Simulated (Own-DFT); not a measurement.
Simulation results for SiC (4H silicon carbide, atoms displaced)

All values are calculated (Own-DFT development build). A calculation, not a measurement: plane-wave PBE density functional theory by an unreviewed code, no spin, of a simulated periodic cell, stress positive in tension, free energy of the whole cell less one offset for each atom, forces on such cells passed a denser k mesh, this cell's mesh not checked; offsets are fitted by least squares, one for each functional and potential file, so energies compare only between cells with the same atoms and settings and are not formation energies; the far tail of each file's local potential was reset to the Coulomb form; each entry is a single point on an unrelaxed cell, so the pressure reflects the starting lattice, mostly measured values (interpolated for alloys), from which strain is counted, and rises with the displacements; printed positions are rounded, which can move forces by about a meV/angstrom; the program, named Own-DFT, is a retired in-house code; no spin-orbit coupling.

Common to all runs: functional PBE; potential files PseudoDojo norm-conserving, scalar-relativistic, standard set; wave cutoff 42 hartree; occupations Fermi-Dirac; smearing width 0.1 eV; hardware one NVIDIA H200; k mesh 3 x 3 x 3 centred on Gamma.

(1) SiC (4H silicon carbide, atoms displaced)

```
CELL_PARAMETERS angstrom
12.33080 0.00000 0.00000
-6.16540 10.67880 0.00000
0.00000 0.00000 10.06810
ATOMIC_POSITIONS crystal
Si 0.00096 0.99792 0.40680
Si 0.08572 0.15653 0.15682
C 0.99242 0.01508 0.08628
C 0.08704 0.16049 0.34564
Si 0.99235 0.26456 0.40488
Si 0.08298 0.42374 0.16663
C 0.00865 0.24783 0.08175
C 0.08819 0.40068 0.34849
Si 0.02177 0.49051 0.41503
Si 0.07300 0.67951 0.15210
C 0.99681 0.50267 0.10004
C 0.08204 0.67489 0.35701
Si 0.01637 0.75352 0.40321
Si 0.09418 0.92594 0.16703
C 0.98929 0.73718 0.08647
C 0.08202 0.91274 0.35273
Si 0.25656 0.99121 0.41121
Si 0.33519 0.17548 0.14627
C 0.22717 0.97577 0.09263
C 0.33684 0.16810 0.34072
Si 0.23973 0.24478 0.39945
Si 0.34045 0.42467 0.15638
C 0.25876 0.25586 0.09608
C 0.31843 0.42246 0.34331
Si 0.24268 0.49212 0.40659
Si 0.34069 0.67624 0.17535
C 0.24948 0.49860 0.09578
C 0.34002 0.66045 0.33974
Si 0.24975 0.75735 0.41028
Si 0.34294 0.91288 0.17225
C 0.25224 0.75392 0.07663
C 0.33402 0.91821 0.35325
Si 0.48904 0.99757 0.39930
Si 0.57390 0.16181 0.15482
C 0.48444 0.99479 0.08652
C 0.57449 0.15335 0.33749
Si 0.49572 0.24535 0.40985
Si 0.58860 0.41989 0.15856
C 0.49491 0.24412 0.10706
C 0.58389 0.41776 0.37920
Si 0.50577 0.48952 0.39685
Si 0.57926 0.66459 0.17150
C 0.50856 0.50519 0.10191
C 0.58502 0.66891 0.34005
Si 0.50912 0.75648 0.38960
Si 0.57157 0.90670 0.16178
C 0.48638 0.75169 0.08523
C 0.56398 0.90585 0.33170
Si 0.76167 0.99759 0.39218
Si 0.82143 0.16341 0.14791
C 0.74298 0.99336 0.10477
C 0.83207 0.16341 0.34213
Si 0.74971 0.25870 0.40185
Si 0.83108 0.42051 0.15472
C 0.75008 0.24907 0.10562
C 0.83366 0.43096 0.34517
Si 0.76399 0.51454 0.40141
Si 0.81891 0.66157 0.14954
C 0.74996 0.48880 0.08323
C 0.82395 0.67096 0.35289
Si 0.76729 0.76080 0.39874
Si 0.84836 0.92579 0.16359
C 0.75359 0.73591 0.09577
C 0.83307 0.91371 0.34562
Si 0.00827 0.01079 0.89397
Si 0.90777 0.84072 0.66347
C 0.01031 0.00894 0.59248
C 0.92113 0.83285 0.85303
Si 0.01536 0.75324 0.89543
Si 0.94229 0.59788 0.66281
C 0.00291 0.73885 0.58584
C 0.92482 0.58998 0.84062
Si 0.00561 0.50538 0.92757
Si 0.90991 0.33503 0.64381
C 0.01223 0.49663 0.62051
C 0.91342 0.32596 0.83619
Si 0.01331 0.25182 0.90653
Si 0.93012 0.08899 0.66318
C 0.99298 0.25096 0.59186
C 0.92322 0.08450 0.84433
Si 0.76525 0.01592 0.91471
Si 0.67719 0.84346 0.63311
C 0.73775 0.99819 0.60003
C 0.66214 0.83190 0.85328
Si 0.76276 0.75386 0.91035
Si 0.65853 0.55788 0.67612
C 0.75671 0.74437 0.59429
C 0.68062 0.58158 0.84240
Si 0.74501 0.51104 0.90928
Si 0.66166 0.32795 0.65319
C 0.74420 0.50361 0.58451
C 0.67283 0.33901 0.84705
Si 0.74520 0.23888 0.92038
Si 0.67366 0.07928 0.65941
C 0.75090 0.23136 0.60216
C 0.66836 0.09471 0.84758
Si 0.48740 0.00778 0.91761
Si 0.43166 0.82788 0.65606
C 0.49290 0.98532 0.58260
C 0.42040 0.83273 0.83308
Si 0.50886 0.76669 0.92130
Si 0.41565 0.58369 0.66371
C 0.49882 0.75268 0.58423
C 0.40738 0.57501 0.84091
Si 0.51070 0.50824 0.91622
Si 0.44405 0.34407 0.64691
C 0.50080 0.50163 0.59897
C 0.41051 0.34091 0.86799
Si 0.49198 0.22145 0.90755
Si 0.41799 0.09232 0.65549
C 0.49232 0.24693 0.59101
C 0.41405 0.07582 0.85486
Si 0.25053 0.01768 0.90717
Si 0.17687 0.84444 0.64429
C 0.24662 0.00047 0.60049
C 0.15901 0.82724 0.84298
Si 0.25132 0.73759 0.90815
Si 0.17370 0.56955 0.66052
C 0.25074 0.74557 0.57626
C 0.16614 0.58791 0.84278
Si 0.24082 0.48030 0.92205
Si 0.15265 0.33583 0.66750
C 0.25451 0.50339 0.58364
C 0.16995 0.33287 0.85332
Si 0.24100 0.25493 0.91446
Si 0.15434 0.09251 0.66926
C 0.23781 0.24321 0.58915
C 0.17619 0.08614 0.83688
```

- free energy of cell above offsets: 28.769 eV
- pressure: 13.06 GPa
- stress xx: -13.42 GPa
- stress yy: -12.81 GPa
- stress zz: -12.95 GPa
- stress yz: 0.85 GPa
- stress xz: 0.32 GPa
- stress xy: 3.06 GPa
- wall time: 591.7 s

Force:
```tsv
element	x (eV/Å)	y (eV/Å)	z (eV/Å)
Si	0.809	1.22	0.729
Si	-0.971	5.27	1.684
C	3.975	-3.416	-1.375
C	-3.758	-1.07	-1.824
Si	1.915	-10.18	2.756
Si	1.507	-1.955	-3.126
C	-1.877	0.668	3.965
C	-1.616	6.669	-3.397
Si	-5.423	3.504	1.259
Si	5.864	-2.46	2.039
C	0.696	0.352	2.983
C	6.776	-4.747	-4.728
Si	-7.686	0.534	3.407
Si	-6.172	-3.912	0.574
C	-3.985	3.53	-0.415
C	0.96	1.454	-1.041
Si	-4.909	4.159	1.049
Si	0.446	-3.396	3.026
C	6.246	5.936	-2.206
C	-1.212	-0.758	0.096
Si	2.744	1.691	2.114
Si	-1.249	-0.928	0.869
C	-2.595	-0.217	-0.236
C	6.954	-3.36	-1.521
Si	1.062	4.046	0.934
Si	-2.635	-2.172	-6.898
C	-0.37	0.876	2.372
C	-2.449	0.356	4.103
Si	1.668	-2.53	-2.508
Si	-4.779	-1.589	-3.408
C	-0.255	-0.456	7.248
C	0.067	-2.143	-2.878
Si	4.303	0.128	2.923
Si	1.235	-0.111	0.752
C	3.08	1.6	3.753
C	0.117	3.163	1.257
Si	0.517	-0.226	-1.757
Si	-0.002	-1.73	0.635
C	1.316	1.549	-2.499
C	6.044	-3.144	-5.528
Si	-7.936	5.039	3.226
Si	0.939	1.414	-4.947
C	-0.672	-0.026	0.015
C	1.6	-0.102	3.222
Si	-1.262	-3.747	4.227
Si	0.56	1.855	-4.075
C	2.649	-0.718	5.532
C	1.639	3.553	2.129
Si	-5.244	1.784	2.756
Si	4.527	-0.489	2.055
C	0.329	0.345	-0.69
C	-0.741	1.688	-0.897
Si	0.024	-2.487	0.912
Si	1.783	-1.177	1.14
C	-2.736	0.601	-1.178
C	3.927	-2.784	-0.864
Si	-3.26	-0.545	3.366
Si	8.172	-3.036	3.704
C	-2.944	1.989	2.458
C	6.012	-1.27	-4.547
Si	-4.88	-2.632	4.115
Si	-2.992	-2.734	-1.804
C	-7.911	5.64	-2.031
C	2.532	2.006	-0.986
Si	0.799	-3.356	2.69
Si	3.544	-1.278	-0.271
C	-3.337	-2.852	0.252
C	0.56	2.195	-1.576
Si	-5.717	-2.474	2.804
Si	-1.945	-4.05	0.07
C	-0.861	5.409	-0.233
C	-0.724	-1.375	2.403
Si	-0.739	-1.309	-6.257
Si	1.228	-1.517	4.309
C	-1.828	0.248	-4.727
C	0.739	0.627	2.71
Si	-4.906	-0.033	-0.803
Si	-3.314	-0.277	-2.251
C	0.552	0.189	0.044
C	-0.12	1.351	-0.601
Si	-2.417	-3.521	-0.56
Si	-0.603	-5.579	3.791
C	6.476	0.907	-3.789
C	3.367	1.807	-1.04
Si	-3.003	-0.133	-0.353
Si	-0.972	3.981	-5.434
C	-2.653	0.852	-0.871
C	-7.513	4.204	1.617
Si	8.774	-5.282	-0.028
Si	2.263	0.952	0.871
C	3.852	-2.053	1.525
C	-1.158	-1.794	-0.034
Si	0.494	5.693	-2.087
Si	-5.463	-0.461	1.502
C	-3.752	4.733	-3.845
C	-0.005	-4.561	0.074
Si	7.048	-5.27	-3.346
Si	-5.465	1.537	-0.615
C	0.071	3.521	1.924
C	-0.862	0.844	3.141
Si	-1.043	-2.35	-6.287
Si	1.056	0.277	-2.131
C	4.749	-2.28	-1.466
C	1.011	1.018	3.243
Si	-1.594	-0.749	-1.634
Si	-7.959	-0.393	3.985
C	0.232	0.959	-1.272
C	2.967	-1.902	-2.538
Si	-1.019	10.62	2.336
Si	0.676	-4.529	0.218
C	4.071	-1.231	-0.243
C	-4.796	-0.839	-4.895
Si	3.17	-6.671	1.798
Si	0.056	-4.927	2.701
C	0.202	3.143	-1.049
C	6.384	4.681	-2.625
Si	-0.307	4.132	-3.735
Si	-1.81	4.4	0.391
C	0.875	-0.066	6.104
C	1.641	-3.982	1.048
Si	-0.08	6.324	-2.218
Si	3.507	-0.121	-2.801
C	0.763	-1.858	2.478
C	-2	-0.692	-3.168
Si	5.311	-0.954	-0.469
Si	5.204	0.61	-4.459
C	0.42	2.431	0.92
C	-4.567	2.702	2.744
```

(2) SiC (4H silicon carbide, atoms displaced)

```
CELL_PARAMETERS angstrom
12.33080 0.00000 0.00000
-6.16540 10.67880 0.00000
0.00000 0.00000 10.06810
ATOMIC_POSITIONS crystal
Si 0.99901 0.99579 0.40460
Si 0.07899 0.16478 0.15508
C 0.01556 0.00672 0.09380
C 0.06669 0.15825 0.36369
Si 0.00272 0.25633 0.41006
Si 0.07785 0.42968 0.14868
C 0.00020 0.25124 0.10068
C 0.09392 0.41287 0.33676
Si 0.99212 0.50091 0.41763
Si 0.08838 0.66484 0.17321
C 0.01090 0.50329 0.08971
C 0.07775 0.66064 0.34960
Si 0.98345 0.73695 0.40432
Si 0.08539 0.91486 0.16396
C 0.99571 0.75692 0.10131
C 0.08778 0.91200 0.34505
Si 0.24088 0.99607 0.41336
Si 0.31895 0.15636 0.14791
C 0.25432 0.00698 0.09775
C 0.34427 0.17816 0.33696
Si 0.23813 0.24389 0.39716
Si 0.31317 0.40792 0.15623
C 0.22928 0.23661 0.08221
C 0.34624 0.42976 0.34836
Si 0.25444 0.49341 0.40652
Si 0.32336 0.65246 0.15743
C 0.25684 0.51057 0.10594
C 0.31957 0.66691 0.34164
Si 0.27693 0.76109 0.40019
Si 0.33932 0.91242 0.16266
C 0.23023 0.74784 0.11536
C 0.33765 0.91184 0.34542
Si 0.49562 0.00006 0.40947
Si 0.58963 0.15598 0.15497
C 0.50059 0.99513 0.10126
C 0.58935 0.16417 0.34666
Si 0.50090 0.25226 0.40313
Si 0.58213 0.40429 0.16507
C 0.50958 0.25847 0.10169
C 0.58157 0.42692 0.34417
Si 0.49009 0.50141 0.39693
Si 0.57442 0.65943 0.15032
C 0.49822 0.50755 0.09112
C 0.58216 0.66122 0.33971
Si 0.48284 0.74597 0.40235
Si 0.58509 0.90962 0.16173
C 0.50658 0.75442 0.09512
C 0.58863 0.93132 0.34859
Si 0.76106 0.01648 0.39664
Si 0.83022 0.16520 0.16675
C 0.73167 0.98446 0.08525
C 0.85599 0.17788 0.33623
Si 0.74418 0.23575 0.39560
Si 0.83501 0.41631 0.16456
C 0.74393 0.25921 0.08223
C 0.83227 0.40367 0.36302
Si 0.74709 0.48947 0.40071
Si 0.84133 0.68710 0.15273
C 0.77226 0.50523 0.08692
C 0.82848 0.66375 0.35355
Si 0.73871 0.74274 0.37845
Si 0.81178 0.91777 0.15328
C 0.76782 0.76417 0.10546
C 0.83309 0.91183 0.34108
Si 0.00763 0.99713 0.92145
Si 0.92183 0.82697 0.66189
C 0.99491 0.99458 0.58279
C 0.91262 0.81957 0.83093
Si 0.00389 0.75676 0.89864
Si 0.92293 0.57085 0.65843
C 0.99611 0.75457 0.59359
C 0.91954 0.58478 0.84255
Si 0.01573 0.49990 0.90890
Si 0.93119 0.32246 0.64633
C 0.00014 0.50627 0.59490
C 0.92339 0.32340 0.84835
Si 0.00655 0.25113 0.90901
Si 0.90189 0.08411 0.66033
C 0.00633 0.24908 0.59729
C 0.91084 0.09126 0.84970
Si 0.74022 0.00841 0.89664
Si 0.66313 0.83015 0.64250
C 0.74087 0.99252 0.60050
C 0.67558 0.84112 0.83661
Si 0.76413 0.75588 0.91054
Si 0.67557 0.57855 0.64733
C 0.73809 0.74608 0.60518
C 0.65051 0.58064 0.83295
Si 0.76543 0.50580 0.90950
Si 0.65380 0.32634 0.67265
C 0.75521 0.49581 0.59550
C 0.67582 0.34722 0.84564
Si 0.75174 0.23853 0.91563
Si 0.66203 0.08061 0.67022
C 0.74387 0.23938 0.58556
C 0.66970 0.10154 0.85482
Si 0.49707 0.00037 0.91750
Si 0.40426 0.84053 0.63041
C 0.50305 0.99545 0.59338
C 0.40891 0.83040 0.84512
Si 0.49911 0.74931 0.91307
Si 0.41475 0.57971 0.67343
C 0.48058 0.75023 0.60455
C 0.42064 0.57784 0.84821
Si 0.49637 0.50610 0.89841
Si 0.41488 0.33437 0.66268
C 0.49268 0.49604 0.59027
C 0.41531 0.34141 0.83784
Si 0.48857 0.22975 0.88800
Si 0.41426 0.08629 0.64665
C 0.52324 0.26109 0.60376
C 0.42257 0.07994 0.83741
Si 0.25994 0.01750 0.90323
Si 0.17825 0.84017 0.65703
C 0.24523 0.99779 0.58885
C 0.16259 0.81987 0.81981
Si 0.22711 0.73737 0.90646
Si 0.15050 0.58002 0.65952
C 0.25047 0.73845 0.57032
C 0.16551 0.57868 0.83232
Si 0.26332 0.50788 0.89710
Si 0.16673 0.32379 0.64869
C 0.24107 0.47848 0.60111
C 0.16518 0.33819 0.84250
Si 0.26373 0.26087 0.91403
Si 0.16694 0.07692 0.62580
C 0.24286 0.24068 0.57084
C 0.17905 0.08410 0.84399
```

* free energy of cell above offsets: 23.007 eV
* pressure: 11.88 GPa
* stress xx: -12.4 GPa
* stress yy: -12.25 GPa
* stress zz: -10.99 GPa
* stress yz: -1.44 GPa
* stress xz: -0.62 GPa
* stress xy: -0.01 GPa
* wall time: 537.6 s

Force:
```tsv
element	x (eV/Å)	y (eV/Å)	z (eV/Å)
Si	-0.437	-1.727	-0.384
Si	-2.082	-0.524	1.66
C	-2.49	-1.472	2.202
C	2.723	1.221	-4.177
Si	2.133	1.081	0.31
Si	6.991	-5.103	3.645
C	-0.734	0.372	-1.167
C	-2.243	1.131	1.07
Si	3.064	0.125	-1.931
Si	-6.579	-2.385	-0.039
C	-5.49	2.61	-0.34
C	-0.363	0.382	0.866
Si	3.22	2.473	1.978
Si	0.108	1.023	-1.118
C	4.094	0.111	-2.28
C	-2.078	-0.307	0.251
Si	2.655	0.839	-3.337
Si	2.364	5.618	2.177
C	1.339	-4.986	-1.859
C	-2.795	-3.014	0.57
Si	1.805	1.286	-0.925
Si	3.576	1.23	0.296
C	2.756	2.883	3.71
C	-5.905	-6.086	-4.159
Si	-2.539	1.374	1.86
Si	-0.235	8.435	1.702
C	-1.75	-6.908	-5.013
C	6.638	-4.545	-2.396
Si	-8.321	-1.086	1.392
Si	-2.293	0.935	-0.746
C	6.97	2.334	-5.084
C	-1.661	3.377	-0.029
Si	1.774	1.339	-0.265
Si	-3.251	2.471	0.885
C	0.263	-0.583	-0.892
C	-3.138	-0.715	-1.744
Si	1.638	1.568	0.724
Si	-0.585	5.758	-1.842
C	-1.254	-6.599	-3.087
C	1.697	-2.356	0.579
Si	6.292	2.209	4.116
Si	1.495	2.052	1.319
C	0.398	-4.409	-1.082
C	-4.267	0.48	-1.272
Si	3.35	0.887	1.632
Si	-2.849	0.706	0.85
C	-2.007	-2.201	0.52
C	0.81	-2.206	-0.961
Si	0.346	-3.31	2.611
Si	0.65	0.525	-5.032
C	0.06	4.656	-0.45
C	-4.432	-1.928	2.028
Si	1.936	1.618	3.849
Si	0.871	0.686	-0.787
C	2.455	-1.532	5.317
C	-1.14	0.816	-3.647
Si	-0.987	1.515	2.256
Si	2.424	-5.705	2.5
C	-3.255	1.171	3.077
C	-1.011	-1.499	-3.1
Si	2.029	1.671	5.067
Si	5.653	0.695	1.496
C	-4.981	-1.46	-3.406
C	-1.79	1.539	-0.812
Si	-1.031	0.616	-4.476
Si	-4.662	1.718	-4.014
C	-0.216	-0.151	2.923
C	0.634	3.23	4.686
Si	0.943	-1.955	1.04
Si	-6.85	4.004	1.511
C	4.368	-2.65	-1.321
C	2.802	0.321	0.396
Si	-4.054	-2.125	-1.151
Si	-7.29	2.637	3.461
C	3.267	-4.728	-1.092
C	-2.392	2.198	-0.96
Si	0.079	-0.455	1.227
Si	3.321	-1.31	0.143
C	1.173	-2.557	-2.55
C	1.986	-1.872	-0.354
Si	2.9	-2.268	1.061
Si	-1.758	-1.152	2.628
C	-0.284	2.61	-1.874
C	-1.527	-0.583	1.311
Si	-3.749	-1.664	-1.324
Si	-3.089	0.923	0.883
C	3.37	-0.699	-3.259
C	4.351	1.779	1.827
Si	-3.357	-0.671	-0.975
Si	10.53	5.818	0.577
C	0.24	-0.857	-0.894
C	0.09	-3.856	1.331
Si	0.152	9.802	-2.192
Si	0.634	0.927	-2.413
C	1.285	0.406	1.491
C	-1.867	-8.617	-3.015
Si	1.026	-1.967	-1.46
Si	2.144	-3.253	5.485
C	-2.595	3.27	-0.427
C	-0.374	0.113	0.574
Si	0.594	1.651	-2.561
Si	-0.696	0.251	-4.854
C	3.327	-1.144	-2.18
C	-3.876	3.944	-0.017
Si	5.15	-2.642	3.465
Si	-0.04	-0.028	-3.726
C	0.922	0.594	0.004
C	1.418	-1.824	2.003
Si	1.031	8.571	3.972
Si	1.914	0.094	0.429
C	-11.09	-6.347	-5.336
C	-1.539	-2.696	-1.05
Si	2.307	-4.107	1.389
Si	-1.757	-2.881	-5.888
C	3.57	0.12	0.517
C	-0.959	1.927	6.754
Si	3.168	2.237	0.669
Si	5.061	0.638	-3.028
C	-2.891	1.127	4.049
C	1.509	1.153	2.952
Si	-2.794	-2.107	1.315
Si	0.827	-1.243	2.44
C	-0.63	5.126	-1.522
C	2.788	-0.471	0.218
Si	-2.864	-1.675	-4.183
Si	-3.968	1.535	4.228
C	1.767	0.755	4.096
C	-4.1	1.902	-2.112
```
